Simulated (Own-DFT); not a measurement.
## Calculated data, GaP (zincblende, strongly disordered by large displacements)

Computed with Own-DFT development build. A calculation, not a measurement: plane-wave PBE density functional theory by an unreviewed code, no spin, of a simulated periodic cell, stress positive in tension, free energy of the whole cell less one offset for each atom, forces on such cells passed a denser k mesh, this cell's mesh not checked; broken bonds can close the gap or carry spin, so checks made on this kind of crystal may not hold here; offsets are fitted by least squares, one for each functional and potential file, so energies compare only between cells with the same atoms and settings and are not formation energies; the far tail of each file's local potential was reset to the Coulomb form; each entry is a single point on an unrelaxed cell, so the pressure reflects the starting lattice, mostly measured values (interpolated for alloys), from which strain is counted, and rises with the displacements; printed positions are rounded, which can move forces by about a meV/angstrom; the program, named Own-DFT, is a retired in-house code; no spin-orbit coupling.

Settings shared by all entries: functional PBE; potential files PseudoDojo norm-conserving, scalar-relativistic, standard set; wave cutoff 42 hartree; occupations Fermi-Dirac; smearing width 0.1 eV; hardware one NVIDIA H100; k mesh 3 x 3 x 3 centred on Gamma.

(1) GaP (zincblende, strongly disordered by large displacements)

```
GaP
1.0
     10.9010     0.0000     0.0000
      0.0000    10.9010     0.0000
      0.0000     0.0000    10.9010
Ga P Ga P Ga P Ga P Ga P Ga P Ga P Ga P
4 4 4 4 4 4 4 4 4 4 4 4 4 4 4 4
Direct
  0.97344 0.04630 0.00066
  0.97722 0.18582 0.25163
  0.22441 0.02293 0.24123
  0.26241 0.22684 0.98063
  0.09237 0.11726 0.12097
  0.09519 0.33190 0.37246
  0.39485 0.15909 0.40840
  0.42831 0.41101 0.11816
  0.05593 0.96120 0.50527
  0.01674 0.26057 0.75020
  0.24344 0.01946 0.78369
  0.23900 0.24667 0.45644
  0.16443 0.12117 0.63357
  0.15798 0.42594 0.89771
  0.37119 0.15021 0.82343
  0.40020 0.40510 0.61001
  0.98788 0.48892 0.93278
  0.02084 0.73380 0.27675
  0.21627 0.51883 0.22917
  0.27127 0.70961 0.04125
  0.11419 0.63749 0.11281
  0.14039 0.89884 0.35321
  0.36775 0.60804 0.40838
  0.41482 0.89519 0.18403
  0.00767 0.45382 0.52125
  0.02474 0.73437 0.71315
  0.28967 0.51436 0.71413
  0.23346 0.73460 0.49839
  0.13682 0.59228 0.57186
  0.11515 0.85993 0.81830
  0.33455 0.61802 0.89227
  0.35601 0.93788 0.62869
  0.50437 0.02907 0.00507
  0.51723 0.28881 0.22494
  0.74402 0.93625 0.29446
  0.75495 0.24027 0.00712
  0.60631 0.14159 0.15387
  0.59845 0.36243 0.37653
  0.91235 0.13131 0.47001
  0.87465 0.33065 0.11499
  0.46385 0.98960 0.48483
  0.46342 0.28896 0.74013
  0.76176 0.01474 0.74806
  0.75327 0.29226 0.49697
  0.56835 0.08918 0.63138
  0.59897 0.36605 0.86806
  0.84017 0.12721 0.88896
  0.88760 0.33173 0.62104
  0.47493 0.47564 0.95278
  0.51217 0.73092 0.26362
  0.73578 0.52269 0.22465
  0.74809 0.74469 0.97275
  0.62971 0.66900 0.13191
  0.62306 0.82981 0.39099
  0.87924 0.63315 0.34614
  0.94092 0.90038 0.10716
  0.50106 0.52151 0.50705
  0.51954 0.76126 0.74435
  0.71866 0.51644 0.73657
  0.78825 0.77501 0.45959
  0.62936 0.65290 0.60472
  0.65514 0.92456 0.88859
  0.87700 0.63248 0.88709
  0.89732 0.90552 0.62311
```

| Item | Value |
| --- | --- |
| free energy of cell above offsets | 23.442 eV |
| pressure | 15.42 GPa |
| stress xx | -16.53 GPa |
| stress yy | -13.75 GPa |
| stress zz | -15.98 GPa |
| stress yz | 0.61 GPa |
| stress xz | 0.77 GPa |
| stress xy | 1.26 GPa |
| wall time | 586 s |

Force:
| element | x (eV/Å) | y (eV/Å) | z (eV/Å) |
| --- | --- | --- | --- |
| Ga | -0.673 | -0.743 | -4.833 |
| Ga | -3.396 | 2.35 | 3.995 |
| Ga | 4.628 | 1.583 | -1.442 |
| Ga | -1.053 | 1.737 | 1.929 |
| P | 6.851 | 1.79 | -1.263 |
| P | -1.914 | 2.914 | -3.109 |
| P | 2.324 | -0.401 | -4.29 |
| P | -5.841 | 1.207 | 2.395 |
| Ga | -1.343 | 3.162 | 3.946 |
| Ga | 2 | -1.613 | 2.411 |
| Ga | -2.267 | -3.692 | 0.398 |
| Ga | -0.286 | -0.204 | 3.724 |
| P | -2.331 | 1.653 | -2.093 |
| P | 3.875 | -2.786 | -2.402 |
| P | 1.576 | -1.706 | 4.678 |
| P | -2.766 | -3.237 | -2.279 |
| Ga | -1.867 | -1.94 | 3.066 |
| Ga | 2.744 | 3.092 | -2.402 |
| Ga | 2.502 | -3.007 | 2.467 |
| Ga | 2.046 | 5.215 | 1.916 |
| P | -4.632 | -0.466 | 0.31 |
| P | -0.023 | -6.028 | 0.093 |
| P | -2.255 | 2.257 | -5.169 |
| P | -2.204 | 1.066 | -2.491 |
| Ga | -0.761 | 0.219 | -2.193 |
| Ga | -2.486 | -2.404 | -1.985 |
| Ga | -3.795 | 2.05 | 2.263 |
| Ga | 2.548 | 5.203 | -1.273 |
| P | -1.692 | -0.893 | 3.722 |
| P | 2.13 | 2.747 | 4.475 |
| P | 2.987 | -0.831 | -4.323 |
| P | -1.037 | -4.6 | 2.251 |
| Ga | -0.563 | -0.145 | 0.393 |
| Ga | -1.881 | -2.006 | 1.011 |
| Ga | 3.289 | 4.243 | -3.906 |
| Ga | -6.441 | 0.827 | 0.796 |
| P | 3.199 | -3.984 | -1.995 |
| P | 2.969 | 3.787 | 3.402 |
| P | -1.03 | 0.205 | -2.219 |
| P | 2.844 | 4.525 | 2.922 |
| Ga | 3.123 | -1.004 | -3.167 |
| Ga | 3.664 | -1.055 | -0.504 |
| Ga | -1.041 | 0.007 | -3.464 |
| Ga | -3.01 | -2.455 | -2.677 |
| P | 1.972 | 1.733 | 1.358 |
| P | 5.252 | -1.491 | -1.456 |
| P | 2.455 | 0.532 | -4.45 |
| P | -1.038 | 2.543 | 2.584 |
| Ga | -0.947 | 4.148 | -1.296 |
| Ga | -4.233 | -0.846 | 1.84 |
| Ga | 0.72 | -2.301 | 0.499 |
| Ga | -1.655 | 2.99 | 2.25 |
| P | 1.895 | -1.841 | -4.244 |
| P | -5.793 | 1.734 | 2.461 |
| P | -1.648 | -3.453 | 2.257 |
| P | -2.679 | -5.162 | 3.724 |
| Ga | 5.22 | 0.097 | -1.135 |
| Ga | -1.381 | 1.692 | 1.305 |
| Ga | 1.244 | -1.083 | 1.031 |
| Ga | 3.293 | -0.918 | 4.186 |
| P | 1.525 | 0.221 | -0.28 |
| P | -1.588 | -3.391 | 0.781 |
| P | -0.631 | 0.851 | -4.005 |
| P | -0.694 | -2.691 | -0.492 |

(2) GaP (zincblende, strongly disordered by large displacements)

```
GaP
1.0
     10.9010     0.0000     0.0000
      0.0000    10.9010     0.0000
      0.0000     0.0000    10.9010
Ga P Ga P Ga P Ga P Ga P Ga P Ga P Ga P
4 4 4 4 4 4 4 4 4 4 4 4 4 4 4 4
Direct
  0.03747 0.94385 0.02680
  0.01385 0.26789 0.22439
  0.29490 0.95914 0.25010
  0.20996 0.26052 0.99405
  0.08215 0.11771 0.13621
  0.11573 0.36679 0.34340
  0.39439 0.14494 0.39606
  0.36087 0.34176 0.08615
  0.98091 0.00018 0.50505
  0.04418 0.20472 0.75164
  0.23841 0.97442 0.72966
  0.25617 0.20589 0.53762
  0.09292 0.12053 0.59184
  0.17115 0.35568 0.83953
  0.37258 0.16181 0.85810
  0.35331 0.36331 0.64321
  0.05631 0.43861 0.96178
  0.01980 0.76223 0.28622
  0.27654 0.48255 0.21671
  0.24612 0.75000 0.97958
  0.07260 0.66184 0.10829
  0.15923 0.86353 0.35817
  0.36188 0.65947 0.41726
  0.36976 0.83841 0.08649
  0.93703 0.43946 0.43935
  0.02193 0.74544 0.75588
  0.22009 0.49895 0.72965
  0.20690 0.73477 0.48275
  0.13498 0.60088 0.59184
  0.11735 0.90975 0.85677
  0.37116 0.63826 0.89668
  0.33675 0.84967 0.62456
  0.50094 0.00799 0.99136
  0.42894 0.25721 0.25047
  0.75655 0.95874 0.23557
  0.72698 0.25614 0.00962
  0.61231 0.14021 0.15226
  0.62789 0.37368 0.33355
  0.86938 0.10380 0.35713
  0.92231 0.38638 0.11371
  0.51118 0.95844 0.55644
  0.51726 0.28800 0.74402
  0.74290 0.04844 0.73172
  0.70354 0.25786 0.45946
  0.58976 0.12852 0.62229
  0.63930 0.38144 0.84857
  0.84577 0.16371 0.89854
  0.89284 0.33203 0.59340
  0.50039 0.50469 0.95751
  0.45178 0.81411 0.29417
  0.77637 0.45046 0.24307
  0.79211 0.76991 0.01972
  0.61579 0.64586 0.13354
  0.61606 0.83767 0.38048
  0.83831 0.60094 0.36126
  0.88836 0.89064 0.12534
  0.50546 0.51464 0.51868
  0.48529 0.75061 0.74176
  0.75180 0.51928 0.79079
  0.73458 0.75578 0.57540
  0.67053 0.59801 0.64423
  0.57408 0.86614 0.85908
  0.93696 0.58999 0.88102
  0.86276 0.87920 0.62711
```

| Quantity | Value |
| --- | --- |
| free energy of cell above offsets | 20.106 eV |
| pressure | 13.43 GPa |
| stress xx | -13.2 GPa |
| stress yy | -12.79 GPa |
| stress zz | -14.28 GPa |
| stress yz | 0.14 GPa |
| stress xz | 0.04 GPa |
| stress xy | -0.75 GPa |
| wall time | 610.5 s |

Force:
| element | x (eV/Å) | y (eV/Å) | z (eV/Å) |
| --- | --- | --- | --- |
| Ga | 1.554 | 2.778 | 0.392 |
| Ga | -2.106 | -2.978 | 2.218 |
| Ga | 0.042 | 3.264 | -1.228 |
| Ga | 0.333 | -5.677 | 3.306 |
| P | 3.903 | -2.976 | -2.743 |
| P | 3.84 | 2.416 | 3.477 |
| P | -0.727 | -4.028 | 2.206 |
| P | 2.536 | 2.764 | -0.796 |
| Ga | -2.32 | -2.801 | -3.637 |
| Ga | -3.359 | 2.399 | 3.75 |
| Ga | 1.657 | 5.024 | -0.614 |
| Ga | 1.777 | 2.044 | -1.892 |
| P | 2.429 | -0.704 | 0.435 |
| P | -0.806 | -2.356 | -3.701 |
| P | -0.007 | -2.226 | 0.926 |
| P | 1.453 | 1.019 | -1.934 |
| Ga | -3.488 | 3.255 | 3.046 |
| Ga | -4.373 | -3.021 | -1.903 |
| Ga | -1.747 | 1.667 | 1.401 |
| Ga | -6.663 | 0.058 | 0.146 |
| P | 1.863 | -1.327 | -1.648 |
| P | -1.51 | 5.053 | 0.961 |
| P | 5.326 | -3.589 | -3.467 |
| P | 3.895 | 3.775 | 3.246 |
| Ga | 2.035 | 1.406 | -0.459 |
| Ga | -0.487 | -0.895 | -1.325 |
| Ga | 3.222 | 3.154 | -0.061 |
| Ga | -0.546 | 1.206 | 3.043 |
| P | -5.105 | -0.535 | 1.517 |
| P | -1.064 | -2.858 | 0.564 |
| P | 0.286 | -2.316 | -4.398 |
| P | 1.909 | -1.504 | -2.036 |
| Ga | -1.012 | 1.237 | 0.327 |
| Ga | 2.755 | 1.037 | -1.381 |
| Ga | -4.13 | 3.247 | 3.865 |
| Ga | -1.731 | 2.097 | 2.553 |
| P | -0.373 | -1.273 | -0.698 |
| P | -5.716 | 1.406 | -0.552 |
| P | -0.71 | 0.871 | -0.076 |
| P | -3.53 | 1.478 | -3.411 |
| Ga | -0.692 | -1.2 | -1.751 |
| Ga | -3.219 | -3.094 | -1.664 |
| Ga | 0.869 | -0.796 | 1.835 |
| Ga | 3.007 | -3.909 | 3.749 |
| P | 1.126 | 2.275 | -0.892 |
| P | 0.073 | -0.71 | 4.72 |
| P | 3.963 | -3.75 | -4.092 |
| P | -1.968 | -1.162 | 2.194 |
| Ga | 1.574 | -0.918 | 2.623 |
| Ga | -2.23 | -2.497 | -1.739 |
| Ga | 0.748 | 2.419 | -2.878 |
| Ga | -3.723 | -4.758 | -2.544 |
| P | 0.901 | -0.747 | -1.016 |
| P | 4.493 | 1.42 | 2.175 |
| P | 0.938 | 3.126 | 1.165 |
| P | 1.809 | -1.386 | 1.643 |
| Ga | -0.678 | -0.548 | -0.791 |
| Ga | -1.561 | -2.949 | -1.667 |
| Ga | 5.562 | 0.819 | 1.63 |
| Ga | -1.29 | 1.067 | -4.478 |
| P | -4.85 | -1.422 | -1.878 |
| P | 4.726 | 2.762 | 1.744 |
| P | -2.128 | 1.857 | 0.015 |
| P | 3.244 | 2.508 | 2.481 |

(3) GaP (zincblende, strongly disordered by large displacements)

```
GaP
1.0
     10.9010     0.0000     0.0000
      0.0000    10.9010     0.0000
      0.0000     0.0000    10.9010
Ga P Ga P Ga P Ga P Ga P Ga P Ga P Ga P
4 4 4 4 4 4 4 4 4 4 4 4 4 4 4 4
Direct
  0.05038 0.97730 0.00374
  0.02191 0.26508 0.27480
  0.25321 0.98368 0.23702
  0.28018 0.23286 0.97741
  0.10339 0.18985 0.11838
  0.16608 0.37529 0.41872
  0.34696 0.11175 0.30971
  0.37194 0.35797 0.11168
  0.03978 0.03454 0.45862
  0.97304 0.21669 0.72185
  0.26894 0.00926 0.78403
  0.29367 0.21744 0.45916
  0.22579 0.13273 0.64378
  0.06415 0.33719 0.80932
  0.38459 0.14715 0.86682
  0.32107 0.37042 0.58496
  0.03666 0.49260 0.07605
  0.98875 0.68579 0.34918
  0.20183 0.48215 0.25029
  0.28461 0.69489 0.02032
  0.11998 0.62249 0.18651
  0.11148 0.81994 0.34212
  0.40374 0.60705 0.34622
  0.31356 0.88800 0.10243
  0.01734 0.47236 0.46770
  0.92982 0.74315 0.72717
  0.23449 0.51125 0.74191
  0.24578 0.79944 0.50432
  0.13415 0.65925 0.66365
  0.06999 0.83552 0.89817
  0.36109 0.64272 0.87232
  0.39862 0.89211 0.65171
  0.46709 0.92220 0.02669
  0.52283 0.22783 0.25619
  0.76199 0.02023 0.21821
  0.74291 0.25844 0.98927
  0.63776 0.09436 0.07351
  0.62162 0.35984 0.37518
  0.86178 0.15659 0.39949
  0.88408 0.37697 0.13679
  0.45922 0.02637 0.55804
  0.51115 0.22785 0.72867
  0.69655 0.02102 0.78165
  0.74956 0.29280 0.47324
  0.60296 0.08563 0.63531
  0.65637 0.40358 0.93065
  0.90920 0.13052 0.90475
  0.85066 0.39564 0.66720
  0.47709 0.51094 0.98859
  0.45484 0.77745 0.27932
  0.73392 0.47629 0.24845
  0.76526 0.76980 0.93684
  0.59722 0.59573 0.08271
  0.61668 0.88799 0.36798
  0.82443 0.63850 0.31504
  0.85475 0.91713 0.11219
  0.52906 0.52346 0.47428
  0.48087 0.78347 0.77014
  0.73355 0.51220 0.73360
  0.74004 0.74954 0.49058
  0.61932 0.65820 0.63189
  0.63717 0.87017 0.84642
  0.86443 0.62869 0.90991
  0.81227 0.85028 0.65519
```

| Property | Result |
| --- | --- |
| free energy of cell above offsets | 40.127 eV |
| pressure | 18.73 GPa |
| stress xx | -19.38 GPa |
| stress yy | -22.19 GPa |
| stress zz | -14.63 GPa |
| stress yz | -2.03 GPa |
| stress xz | -1.58 GPa |
| stress xy | 2.95 GPa |
| wall time | 661 s |

Force:
| element | x (eV/Å) | y (eV/Å) | z (eV/Å) |
| --- | --- | --- | --- |
| Ga | -1.861 | 5.972 | 4.626 |
| Ga | -2.242 | 1.117 | 2.467 |
| Ga | -7.581 | -1.056 | 2.505 |
| Ga | -5.807 | 4.082 | 5.169 |
| P | 1.955 | -2.934 | -3.651 |
| P | 2.285 | -2.477 | -0.724 |
| P | 5.501 | 3.969 | 1.784 |
| P | 0.013 | 1.42 | 1.203 |
| Ga | 0.392 | -0.197 | 0.702 |
| Ga | -3.662 | -5.581 | -4.529 |
| Ga | -1.394 | -4.214 | 1.574 |
| Ga | -0.522 | -1.152 | 1.347 |
| P | -2.224 | 2.44 | -2.993 |
| P | 6.109 | 6.94 | 5.304 |
| P | 5.286 | -3.834 | -2.241 |
| P | 2.573 | 1.716 | 1.908 |
| Ga | -1.866 | -1.629 | -4.018 |
| Ga | 3.316 | -2.047 | 2.222 |
| Ga | 6.801 | -6.482 | 2.164 |
| Ga | -5.525 | 2.683 | 7.17 |
| P | -1.151 | 9.059 | -3.148 |
| P | 3.345 | 5.391 | -0.083 |
| P | -3.229 | -1.614 | -0.136 |
| P | -3.849 | -6.068 | -2.048 |
| Ga | -4.584 | 3.429 | 2.834 |
| Ga | 6.737 | -5.106 | 3.886 |
| Ga | -0.017 | -2.639 | 0.765 |
| Ga | 0.315 | -1.448 | 1.51 |
| P | -2.118 | 2.193 | -2.455 |
| P | 2.492 | -5.357 | -4.414 |
| P | 3.163 | -3.448 | -6.994 |
| P | -7.185 | -3.899 | -0.357 |
| Ga | 8.926 | 2.753 | -4.293 |
| Ga | -0.889 | -1.226 | -3.107 |
| Ga | -4.021 | 4.036 | 6.783 |
| Ga | 4.182 | -5.153 | 2.076 |
| P | -2.208 | 0.722 | 0.997 |
| P | -6.029 | 3.417 | -3.026 |
| P | 2.199 | -2.987 | -2.163 |
| P | -1.267 | -1.58 | 0.504 |
| Ga | -3.817 | 3.012 | -8.975 |
| Ga | -0.996 | 3.947 | 0.535 |
| Ga | 6.286 | 6.004 | 0.514 |
| Ga | 4.975 | -1.219 | 7.263 |
| P | 7.353 | 4.71 | -1.87 |
| P | -3.351 | 5.711 | -3.983 |
| P | -1.55 | -0.534 | -0.247 |
| P | 4.397 | -4.938 | -5.088 |
| Ga | -5.691 | -5.126 | -3.181 |
| Ga | 1.846 | 2.574 | -1.189 |
| Ga | -0.669 | -0.122 | -2.367 |
| Ga | -1.768 | 3.82 | 5.044 |
| P | 7.057 | 4.497 | 5.383 |
| P | -0.153 | 0.848 | -0.11 |
| P | -7.03 | 0.395 | 0.082 |
| P | 4.966 | -5.414 | -5.435 |
| Ga | -0.057 | -0.167 | 2.495 |
| Ga | 1.503 | -4.933 | 1.809 |
| Ga | -4.094 | 4.116 | 3.924 |
| Ga | -0.401 | 0.285 | -2.019 |
| P | -1.372 | -2.001 | -0.262 |
| P | -4.881 | -4.073 | 3.592 |
| P | 5.163 | -6.746 | -1.854 |
| P | -4.079 | 6.146 | -3.183 |

(4) GaP (zincblende, strongly disordered by large displacements)

```
GaP
1.0
     10.9010     0.0000     0.0000
      0.0000    10.9010     0.0000
      0.0000     0.0000    10.9010
Ga P Ga P Ga P Ga P Ga P Ga P Ga P Ga P
4 4 4 4 4 4 4 4 4 4 4 4 4 4 4 4
Direct
  0.98041 0.94279 0.03050
  0.98129 0.23247 0.27227
  0.25472 0.97129 0.22207
  0.21389 0.26540 0.97646
  0.09950 0.08057 0.08972
  0.10130 0.39977 0.44590
  0.38748 0.12012 0.36754
  0.38929 0.37954 0.13209
  0.99332 0.97888 0.52083
  0.02497 0.22624 0.79975
  0.23029 0.02635 0.75759
  0.22430 0.22913 0.50355
  0.06552 0.12034 0.66175
  0.18296 0.31837 0.80771
  0.36458 0.13990 0.84740
  0.40462 0.39441 0.64032
  0.95044 0.47053 0.01770
  0.01724 0.73109 0.18699
  0.24652 0.43984 0.24271
  0.25107 0.71731 0.04248
  0.12387 0.61608 0.10784
  0.07211 0.87605 0.39564
  0.39273 0.64280 0.32029
  0.36210 0.91326 0.09871
  0.99016 0.51762 0.51110
  0.99872 0.74533 0.76525
  0.29206 0.52760 0.73822
  0.23651 0.76014 0.49771
  0.13864 0.60837 0.65447
  0.14943 0.88588 0.86942
  0.42580 0.64138 0.86365
  0.37149 0.85595 0.65141
  0.40461 0.03193 0.98008
  0.46705 0.23312 0.18527
  0.69571 0.01592 0.29802
  0.69594 0.20646 0.96803
  0.58598 0.14052 0.09923
  0.68428 0.36036 0.36201
  0.82558 0.19114 0.34234
  0.87389 0.39086 0.15430
  0.51446 0.99441 0.50102
  0.51252 0.22276 0.80485
  0.70479 0.01162 0.73250
  0.72937 0.27369 0.50802
  0.59452 0.16372 0.64378
  0.57628 0.37509 0.85624
  0.93000 0.09581 0.90872
  0.93056 0.40175 0.62505
  0.47266 0.51279 0.00243
  0.55170 0.76282 0.25577
  0.77445 0.50394 0.28094
  0.71749 0.79800 0.00919
  0.62958 0.66855 0.13113
  0.62341 0.85346 0.42378
  0.93019 0.67655 0.37173
  0.83105 0.87548 0.11857
  0.46088 0.51860 0.52953
  0.53385 0.76654 0.72805
  0.75899 0.51122 0.76457
  0.76032 0.75659 0.47608
  0.59650 0.64303 0.59553
  0.61957 0.85014 0.85660
  0.84459 0.59164 0.89521
  0.95329 0.85870 0.63899
```

| Item | Value |
| --- | --- |
| free energy of cell above offsets | 44.854 eV |
| pressure | 21.5 GPa |
| stress xx | -18.29 GPa |
| stress yy | -22.26 GPa |
| stress zz | -23.94 GPa |
| stress yz | 2.85 GPa |
| stress xz | 4.6 GPa |
| stress xy | -0.69 GPa |
| wall time | 627 s |

Force:
| element | x (eV/Å) | y (eV/Å) | z (eV/Å) |
| --- | --- | --- | --- |
| Ga | 2.256 | -1.484 | -2.857 |
| Ga | 7.991 | 2.296 | -3.885 |
| Ga | -5.997 | 4.051 | 7.217 |
| Ga | 1.289 | -2.106 | 6.862 |
| P | 2.616 | 4.201 | 2.987 |
| P | 6.303 | -7.123 | -5.766 |
| P | -1.144 | 0.104 | -0.484 |
| P | -2.758 | 4.969 | -4.196 |
| Ga | -0.674 | 9.288 | -1.489 |
| Ga | -5.318 | 3.617 | 3.256 |
| Ga | 0.047 | -1.261 | -2.814 |
| Ga | 0.39 | 0.022 | 0.831 |
| P | 2.948 | -3.322 | -7.611 |
| P | 2.706 | 5.912 | -4.667 |
| P | -6.993 | 1.159 | -2.067 |
| P | -2.023 | -6.969 | 2.432 |
| Ga | 3.799 | 3.16 | -5.208 |
| Ga | -5.404 | 5.46 | 3.632 |
| Ga | -3.246 | 2.528 | 3.276 |
| Ga | 6.859 | 5.919 | -4.755 |
| P | -0.841 | -10.23 | -0.548 |
| P | 4.339 | -3.544 | -5.624 |
| P | -1.948 | -0.932 | 1.959 |
| P | 3.84 | -10.79 | 0.406 |
| Ga | -2.063 | 11.89 | -2.701 |
| Ga | 2.497 | -5.276 | 5.732 |
| Ga | 0.857 | -0.274 | 2.139 |
| Ga | 0.709 | -0.712 | 0.016 |
| P | -2.268 | 2.561 | -1.617 |
| P | -1.7 | -3.359 | 2.865 |
| P | -2.983 | 0.781 | 0.486 |
| P | -1.957 | 2.809 | -1.893 |
| Ga | 4.649 | 0.866 | 0.152 |
| Ga | -1.746 | -2.452 | 7.552 |
| Ga | 0.677 | 0.698 | -1.717 |
| Ga | 4.6 | 2.167 | -3.626 |
| P | 3.115 | -7.913 | 0.313 |
| P | -4.886 | 0.611 | -5.098 |
| P | -7.639 | -3.389 | 3.311 |
| P | -1.574 | -5.228 | 3.437 |
| Ga | -3.043 | 2.224 | 2.42 |
| Ga | 1.732 | -2.407 | -2.616 |
| Ga | 1.696 | -0.854 | 1.315 |
| Ga | 2.819 | -2.628 | 8.513 |
| P | 1.874 | -1.719 | -4.752 |
| P | 5.1 | 8.169 | 3.327 |
| P | -4.424 | 0.792 | -0.142 |
| P | -5.88 | -6.91 | 6.424 |
| Ga | 2.184 | -0.365 | 0.953 |
| Ga | -4.757 | 3.569 | 4.417 |
| Ga | 1.153 | 5.398 | -0.361 |
| Ga | -2.196 | -4.014 | -3.615 |
| P | 2.5 | -7.249 | -4.766 |
| P | -3.848 | 3.714 | -2.915 |
| P | -1.486 | -1.105 | 0.482 |
| P | 2.696 | 1.926 | 7.608 |
| Ga | 0.808 | 4.261 | -6.692 |
| Ga | -3.415 | -2.334 | -3.074 |
| Ga | -4.141 | -4.256 | -6.903 |
| Ga | 6.846 | -4.454 | 3.371 |
| P | 4.782 | -1.059 | -0.986 |
| P | 2.371 | 6.341 | 2.676 |
| P | 3.938 | 5.696 | 4.734 |
| P | -6.633 | -1.439 | 0.343 |
